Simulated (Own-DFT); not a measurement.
# Computed records: SiC (4H silicon carbide, atoms displaced)

Computed with Own-DFT development build. A calculation, not a measurement: plane-wave PBE density functional theory by an unreviewed code, no spin, of a simulated periodic cell, stress positive in tension, free energy of the whole cell less one offset for each atom, forces on such cells passed a denser k mesh, this cell's mesh not checked; offsets are fitted by least squares, one for each functional and potential file, so energies compare only between cells with the same atoms and settings and are not formation energies; the far tail of each file's local potential was reset to the Coulomb form; each entry is a single point on an unrelaxed cell, so the pressure reflects the starting lattice, mostly measured values (interpolated for alloys), from which strain is counted, and rises with the displacements; printed positions are rounded, which can move forces by about a meV/angstrom; the program, named Own-DFT, is a retired in-house code; no spin-orbit coupling.

Common to all runs: functional PBE; potential files PseudoDojo norm-conserving, scalar-relativistic, standard set; wave cutoff 42 hartree; occupations Fermi-Dirac; smearing width 0.1 eV; hardware one NVIDIA H200; k mesh 3 x 3 x 3 centred on Gamma.

(1) 
```xyz
128
Lattice="12.3308 0.0000 0.0000 -6.1654 10.6788 0.0000 0.0000 0.0000 10.0681" Properties=species:S:1:pos:R:3:force_x:R:1:force_y:R:1:force_z:R:1 formula=SiC free_energy_of_cell_above_offsets=-7.781 pressure=5.96 stress_xx=-4.64 stress_yy=-7.19 stress_zz=-6.05 stress_yz=0.46 stress_xz=0.04 stress_xy=0.28 wall_time=511.6
Si     0.0640     0.0946     4.1356     -2.004     -1.555      0.237
Si    -0.0920     1.7687     1.5949      2.777      1.092      0.075
C     -0.0004     0.0572     0.9784      0.878     -0.909     -1.063
C     -0.0141     1.8248     3.4737     -0.347      0.351      0.852
Si    10.7159     2.7375     4.0944      0.679     -2.386      0.053
Si    -1.4757     4.5200     1.7088     -1.297     -1.997     -4.219
C     -1.4947     2.6786     0.9817     -1.726       0.81     -1.221
C     -1.5610     4.3817     3.4291      0.221      3.118      2.803
Si     9.1880     5.3976     4.0752       0.44     -2.402      1.148
Si    -2.9975     7.0842     1.5148     -1.235      2.001      0.657
C     -3.0410     5.3409     0.8983      0.652      0.032       1.25
C     -3.1089     7.0743     3.4504      0.491      1.483     -0.581
Si     7.6207     7.9425     4.0096      3.523       2.48      2.742
Si    -4.6954     9.7292     1.6327      2.061      3.825     -0.195
C     -4.6121     8.1224     1.0320     -0.312     -4.403     -2.208
C     -4.6796     9.7950     3.4822      0.144     -0.459       0.12
Si     2.9308     0.0802     4.1229      2.795     -3.173     -0.283
Si     3.0991     1.8291     1.6032      0.873      -1.37     -0.437
C     -2.9595    10.6649     0.9609     -4.058       1.83      -0.99
C      3.0636     1.7489     3.5389     -0.124      2.621     -1.003
Si     1.4980     2.7186     4.1500      0.911     -0.074     -2.254
Si     1.5991     4.5131     1.5651      -1.35     -1.757     -2.147
C      1.6135     2.6145     0.9160     -1.796      1.627     -0.104
C      1.5210     4.5119     3.3675      1.404     -0.635      1.749
Si     0.1187     5.4060     4.0702     -2.688     -1.396      1.074
Si     0.0032     7.1120     1.6373      0.152       1.31     -3.848
C     -0.0789     5.3191     0.8489      2.261      1.055      3.536
C     -0.0170     7.1123     3.4344      0.633      0.272      1.333
Si    -1.5190     8.0189     4.0487     -1.775     -0.683      0.997
Si    -1.5619     9.8179     1.5266      1.621     -0.309      2.778
C     -1.5219     8.1339     0.9699      0.341     -3.406     -1.419
C     -1.4717     9.7158     3.4990      -1.85      1.899      -1.27
Si     0.0321    10.6194     4.0380     -1.424      1.001      2.408
Si     6.2886     1.7042     1.5771     -2.636       1.57      1.182
C      0.0031    10.6484     0.9889       0.35      0.696     -1.404
C      6.1652     1.7187     3.5422     -0.161      1.166     -1.515
Si     4.6194     2.7348     4.1305      0.355     -3.671     -1.334
Si     4.6910     4.4231     1.5175     -0.117      2.309      2.063
C      4.6384     2.7940     0.8720      0.383     -3.074      1.062
C      4.6258     4.3665     3.5182     -0.363      3.637     -2.058
Si     3.1092     5.4208     3.9749      -0.16     -3.636      2.845
Si     2.9679     7.0476     1.5387      1.828      4.601      0.352
C      3.0982     5.4547     0.8990      0.501      -3.93      0.858
C      3.0965     7.0664     3.4290     -0.435      2.997     -0.266
Si     1.4984     7.9726     4.1493      1.527      1.442     -0.748
Si     1.5473     9.8393     1.5860      0.086     -1.466     -0.112
C      1.6091     8.0877     0.7999     -1.375     -1.129      2.329
C      1.5562     9.8948     3.4641      0.856     -3.026     -0.173
Si     9.2767     0.0803     4.0107     -1.352     -1.716       2.06
Si     9.2330     1.8145     1.5199      0.556      0.707      0.443
C      9.1987     0.0517     0.9703      1.376     -0.705      0.196
C      9.1608     1.7513     3.4291      2.301      1.918     -0.282
Si     7.7450     2.6312     4.0617     -2.422      0.931      0.615
Si     7.7723     4.5697     1.5987     -1.361     -1.543      0.224
C      7.6653     2.7126     0.9713      1.521      0.865     -0.795
C      7.5976     4.4348     3.4844      1.362      1.013      0.025
Si     6.0793     5.4139     4.1894       1.01     -1.745     -1.598
Si     6.0899     7.1220     1.5547      1.801      2.232      1.082
C      6.2175     5.4730     0.9625     -0.629     -3.199      0.347
C      6.1775     7.1579     3.5280     -3.064     -1.773     -2.122
Si     4.6459     8.0058     4.1058     -1.136      1.635      0.431
Si     4.7091     9.8378     1.5569     -2.593     -1.077       0.85
C      4.6288     7.9862     0.9208     -1.118      0.913      0.605
C      4.5708     9.8765     3.5196      2.704     -1.506     -1.414
Si     0.0680     0.0397     9.1355     -2.344     -1.411      0.305
Si     6.1418     8.9236     6.6378      0.645     -2.684      0.033
C     -6.0802    10.5378     6.0272     -1.204      4.924     -1.041
C      6.2177     8.9012     8.4667     -1.235      0.506      1.588
Si     7.7047     7.9960     9.0879      0.339     -0.435      1.259
Si     7.6820     6.2392     6.5706      1.072     -0.596      1.827
C      7.6412     7.9858     6.0341       1.21      0.686     -1.355
C      7.6436     6.1701     8.5415      1.373      0.268     -0.266
Si    -3.0101     5.2956     9.1252     -2.094      0.842     -0.301
Si     9.2557     3.5189     6.5884      0.096      0.952       1.17
C      9.2782     5.2829     6.0247     -0.586      1.442     -0.965
C      9.2496     3.5726     8.5434      0.796      -1.03     -1.308
Si    10.8140     2.5764     9.0188     -0.394      2.625      2.734
Si    10.7265     0.8217     6.6431      1.178      0.004     -0.478
C     -1.5010     2.6824     6.0083     -1.766     -1.752     -0.951
C     10.7234     0.8766     8.5569      0.983     -2.143     -0.964
Si     2.9919    10.6473     9.2181      2.986     -1.362     -0.633
Si     3.1657     8.8541     6.6743     -2.348      1.335     -1.814
C      3.0548    10.6108     5.9396      0.455      0.862      0.268
C      3.0517     8.8474     8.4515      1.443      0.776      2.014
Si     4.6284     7.9528     9.1244      0.462      1.693     -0.143
Si     4.6016     6.1489     6.7183      0.879      1.246     -2.641
C      4.6087     8.0907     6.0263       1.08     -2.883      -0.92
C      4.6990     6.2217     8.5134     -1.406     -0.535      1.252
Si     6.1055     5.2791     9.2228      2.021      1.116     -1.855
Si     6.2477     3.4654     6.5485     -1.953      2.575      1.315
C      6.2120     5.3516     5.9866     -1.822     -1.072      0.889
C      6.0899     3.5729     8.4824          2     -0.815     -0.396
Si     7.7395     2.7157     9.1358     -0.904     -0.816      0.191
Si     7.7397     0.8269     6.6529     -0.975      0.127     -0.724
C      7.7135     2.7202     5.9709      2.085     -2.797     -0.433
C      7.8367     0.8596     8.5453     -3.966       2.08      -0.85
Si     6.1570     0.0368     9.1415      1.303     -1.181     -0.099
Si    -0.0809     8.7711     6.5817      1.885      2.654       0.68
C     -0.0409    10.6048     6.0632      1.453     -0.036     -1.627
C      0.0156     8.9398     8.4501      0.034     -1.053      0.464
Si     1.5635     7.9427     8.9953     -1.336      1.869      1.559
Si     1.5445     6.3000     6.6064      0.226     -4.023      0.518
C      1.5789     7.9484     6.0426      -0.71      2.272     -1.682
C      1.5330     6.2429     8.4802      0.312     -1.977      0.436
Si     3.1611     5.3467     9.1833     -1.601      1.113     -2.386
Si     3.1696     3.5351     6.6776     -0.381       0.79     -2.798
C      3.0907     5.3162     5.9984       0.02      0.331     -0.843
C      3.0551     3.6551     8.4606       1.02     -1.783      1.504
Si     4.6393     2.6978     9.1088     -1.383     -1.483      -0.23
Si     4.5993     0.8280     6.5411      0.939     -0.187       1.11
C      4.7385     2.6004     5.8986     -1.743       0.41      2.956
C      4.6083     0.7824     8.5632      0.347      3.295     -2.162
Si    -3.0617    10.6455     9.0539     -0.715      0.043      2.844
Si    -3.1106     8.9805     6.6710     -0.737      -4.36     -0.697
C     -3.0603    10.5356     5.9668     -1.211        5.1     -0.332
C     -3.0208     8.8881     8.5107      -1.87     -0.075      -0.37
Si    -1.5250     8.0453     9.0293      1.413     -0.994      2.503
Si    -1.5831     6.3084     6.6578      0.394     -2.162     -0.824
C     -1.6112     8.0376     5.9891     -0.185     -1.114      -0.71
C     -1.5238     6.1697     8.5585      0.038      1.891     -1.339
Si    -0.0187     5.3118     9.1545      0.924      0.102     -2.126
Si    -0.0331     3.5381     6.5374      2.047      1.486      1.637
C      0.0015     5.3442     5.9677     -0.027      0.762     -0.143
C      0.0280     3.5325     8.5095     -1.195      0.275     -1.382
Si     1.5403     2.7111     9.0389      0.863     -1.185      1.952
Si     1.5418     0.8900     6.6768      0.195     -0.667     -2.467
C      1.5975     2.7102     5.9483     -0.576     -0.962      1.892
C      1.5233     0.8383     8.4680      1.684      1.796       1.04
```

Units: free_energy_of_cell_above_offsets in eV; pressure, stress_xx, stress_yy, stress_zz, stress_yz, stress_xz, stress_xy in GPa; wall_time in s; force_x, force_y, force_z in eV/Å.

(2) 
```xyz
128
Lattice="12.3308 0.0000 0.0000 -6.1654 10.6788 0.0000 0.0000 0.0000 10.0681" Properties=species:S:1:pos:R:3:force_x:R:1:force_y:R:1:force_z:R:1 formula=SiC free_energy_of_cell_above_offsets=-5.357 pressure=6.22 stress_xx=-3.36 stress_yy=-6.95 stress_zz=-8.37 stress_yz=-0.39 stress_xz=-0.15 stress_xy=0.11 wall_time=556.2
Si     6.0661    10.6658     4.1179      1.564     -0.712     -0.666
Si     0.0001     1.8065     1.6849      0.063     -0.884     -2.301
C     12.3165     0.0077     1.0505      0.487     -0.224     -1.082
C      0.0200     1.7325     3.5007     -0.098       1.83      0.721
Si    -1.5149     2.7929     4.0941     -0.529      -2.56      0.406
Si    -1.5384     4.4225     1.5153      0.622      0.973      1.294
C     10.7279     2.6621     1.0873      2.316      0.354     -2.598
C     -1.7000     4.4678     3.5127      3.213      1.386     -1.867
Si     9.1823     5.3839     4.1144      0.539      0.023      0.754
Si    -3.0670     7.1231     1.5990     -1.486     -1.406     -0.649
C      9.2280     5.2223     0.9043      2.252      3.014      0.472
C     -3.0652     7.1508     3.4571      0.282     -0.692     -0.277
Si    -4.5417     8.0453     3.9598     -2.179     -0.596      2.879
Si    -4.6430     9.6425     1.5537     -0.399      4.755       1.05
C      7.6901     8.0345     0.9416      1.175     -3.133     -1.031
C     -4.5787     9.7737     3.4439     -1.041      1.375      0.272
Si     3.0076     0.1754     4.0973      1.032     -3.762     -1.023
Si     3.0607     1.6510     1.4799     -0.043        3.8      0.649
C     -3.1049    10.6668     0.9816      0.628     -3.082     -0.456
C      3.0847     1.7910     3.3151     -0.191      1.215      1.668
Si     1.5782     2.7140     4.0317     -0.561     -1.323      1.246
Si     1.4930     4.4121     1.5332      2.268      0.142      0.845
C      1.5389     2.6215     0.8497     -0.156      0.275      1.825
C      1.5646     4.4501     3.5045     -0.468      0.305      -1.05
Si     0.0281     5.3040     4.1541     -1.395      0.912     -1.438
Si    -0.1200     7.1349     1.4768      4.031     -1.469      3.545
C      0.1008     5.3503     0.8573     -2.657      0.446      1.961
C      0.0304     7.1248     3.5478     -1.637     -0.554     -1.422
Si    -1.6071     8.0823     4.1184       2.37     -1.486      0.341
Si    -1.5537     9.6754     1.5763      0.715      3.514      1.142
C     -1.5775     7.9698     0.9894     -0.771      0.368     -1.971
C     -1.5389     9.8043     3.5544     -1.093      1.288     -1.391
Si     6.1305     0.0753     4.1482      1.105     -3.563     -2.068
Si     6.2358     1.7977     1.4925     -1.344       0.38      0.548
C      6.2306     0.0838     0.8600     -1.792     -2.261      1.614
C      6.2439     1.6677     3.4003     -1.964      3.234      0.092
Si     4.5258     2.6789     4.0952      2.165      0.772     -0.645
Si     4.6058     4.5347     1.6616      0.584     -0.053      -2.93
C      4.5313     2.7011     0.8694      1.668     -0.392       3.05
C      4.6208     4.5638     3.4639     -0.404     -2.308      1.663
Si     3.1031     5.3883     4.1482     -0.666     -0.031     -0.166
Si     3.0608     7.2304     1.6545      0.277     -1.741     -0.678
C      3.0360     5.4126     1.0061      0.313     -0.631     -0.756
C      3.0890     7.1187     3.5342      0.713      0.899     -0.601
Si     1.5520     7.9701     4.1747     -0.353      1.359     -4.785
Si     1.5215     9.7539     1.5617      0.388      2.431     -0.169
C      1.5015     8.0445     0.9979     -0.485     -0.884      -1.23
C      1.4936     9.7940     3.3688      0.543     -0.107      3.772
Si     3.0919    10.6600     4.2343     -1.103      0.474       -5.3
Si     9.2343     1.8660     1.6130     -0.581     -2.444     -1.597
C      9.1786     0.1093     0.9498      0.699     -1.853      0.253
C      9.3002     1.8280     3.3734     -0.121     -1.013      3.789
Si     7.7255     2.5119     4.0591      0.557      3.029      1.466
Si     7.9127     4.3851     1.6980     -4.996      0.339     -1.482
C      7.7658     2.6584     0.8536     -0.809       1.04      1.716
C      7.6807     4.5582     3.5078     -0.377     -2.363      0.422
Si     6.1138     5.3459     4.1787      1.103      0.787     -2.591
Si     6.2035     7.1334     1.5989     -1.406      -0.88     -1.797
C      6.2653     5.3671     0.9624     -0.407     -1.045     -0.291
C      6.1137     7.1636     3.4045      2.764     -1.077      1.504
Si     4.7285     8.0091     4.0726     -2.892        0.4      -0.45
Si     4.5721     9.8731     1.6553     -0.312      -0.84     -3.355
C      4.6149     7.9831     0.8650     -0.176      1.096      3.161
C      4.5525     9.7406     3.4341      0.557      1.015       2.39
Si    -6.0829    10.6617     9.1616     -2.152      0.302      0.437
Si     6.1493     8.8545     6.5475      2.033      1.119      2.165
C      6.1733    10.6156     5.9873     -0.052      1.116      0.211
C      6.2969     8.8179     8.5736     -4.851      2.435     -2.389
Si     7.6463     7.9422     9.0782      4.385     -0.789      1.233
Si     7.6224     6.1476     6.6065      3.277      1.383     -0.187
C      7.7034     7.9593     6.0469      0.113      0.018     -1.878
C      7.7755     6.1325     8.4839     -1.651      1.893     -0.711
Si     9.1726     5.2919     9.1454       2.83     -0.301     -0.704
Si     9.1872     3.5512     6.6574      2.736      0.825     -1.791
C     -3.0846     5.3542     5.9620     -0.292      0.126      1.024
C      9.3068     3.5615     8.4623       -1.6          0      1.455
Si    10.7629     2.6812     9.1515      1.218     -0.066      0.622
Si    10.7964     0.9294     6.6362      1.083      0.326      0.407
C     -1.5020     2.6755     5.9611     -0.499      0.563      0.654
C     10.6749     0.9457     8.5163      1.338     -1.615       0.22
Si     2.9249    10.6438     9.1395      3.966     -0.544       0.55
Si     3.1109     8.9013     6.4858      0.035     -0.111      2.161
C      9.2759     0.0748     5.9867      0.543     -1.805       0.93
C      3.1026     8.8528     8.4375     -0.429      0.984      0.363
Si     4.5803     7.9233     9.1553      1.007      1.446     -1.588
Si     4.7618     6.3320     6.6243      -3.08     -0.535     -0.592
C      4.6804     8.1076     5.8931     -0.619     -1.706      0.851
C      4.6354     6.2183     8.4411      0.761      -0.58      1.297
Si     6.2569     5.3343     9.0400     -2.161      0.211       2.76
Si     6.1437     3.5562     6.6409      0.352     -0.608     -1.273
C      6.1542     5.3218     5.9810     -0.457     -0.238      0.429
C      6.1418     3.6032     8.4412      0.704     -1.513      1.779
Si     7.7263     2.6412     9.0911      0.119       1.03     -0.837
Si     7.7737     0.7804     6.6266     -2.062      2.745      0.829
C      7.7191     2.7012     6.0758     -1.285      -2.29     -1.914
C      7.6970     0.8611     8.5316     -1.586      0.767     -1.593
Si     6.1578     0.0195     9.1440     -0.892     -0.046     -1.752
Si     0.0041     8.9163     6.5998       1.15     -1.734      0.181
C      0.0479    10.5986     5.9569     -0.379      1.972      0.836
C      0.0500     8.9442     8.4795     -0.958      -0.86      0.819
Si     1.5358     7.9899     9.1780      0.893      3.025     -0.288
Si     1.5603     6.3011     6.6017     -0.103     -1.139     -0.112
C      1.6250     7.9674     5.8777     -1.432      1.939      3.769
C      1.6526     6.4294     8.4352     -1.444      -4.64      0.781
Si     3.0643     5.2444     9.1301      0.752      6.492      1.744
Si     3.1359     3.5726     6.6463     -1.404      1.154     -0.646
C      3.0947     5.4864     6.0187      1.262     -2.185     -0.321
C      3.0446     3.7056     8.5128      1.063     -5.864     -1.507
Si     4.6589     2.6756     9.1885      -0.78      1.239     -3.098
Si     4.6065     0.7898     6.5379      1.053      2.301      0.993
C      4.6176     2.7018     6.0144      0.507     -1.501       -1.3
C      4.4856     0.9673     8.3916      3.016     -0.165      1.488
Si     3.1680     0.0949     9.2306     -2.603     -2.252     -2.264
Si    -3.0963     8.8708     6.6561      0.621      -0.27     -0.925
C      3.1040     0.0198     5.9405     -0.525     -1.605     -0.023
C     -3.0205     8.8953     8.4852     -0.976      0.627      1.738
Si    -1.5364     7.9268     9.1346     -0.034      3.161       -0.5
Si    -1.5025     6.3016     6.5959     -0.983     -3.171      0.831
C     -1.4517     7.9521     5.9943     -1.645      2.527      -0.64
C     -1.5847     6.2895     8.5136       0.89      -2.65     -0.143
Si     0.0999     5.4346     9.1361     -1.023      -0.65     -2.254
Si     0.0431     3.6482     6.6636     -0.341     -4.427      0.754
C     -0.0062     5.2284     5.9853      0.723      4.472      0.247
C     -0.0036     3.6195     8.5750      0.896     -0.274     -0.794
Si     1.6468     2.6238     9.0599      -2.55      4.138       1.35
Si     1.6059     0.8523     6.5515      -1.68      0.349      1.753
C      1.6225     2.5763     5.9616     -0.349      2.437     -0.156
C      1.4950     1.0179     8.5328       1.45      -4.85     -1.876
```

Units: free_energy_of_cell_above_offsets in eV; pressure, stress_xx, stress_yy, stress_zz, stress_yz, stress_xz, stress_xy in GPa; wall_time in s; force_x, force_y, force_z in eV/Å.
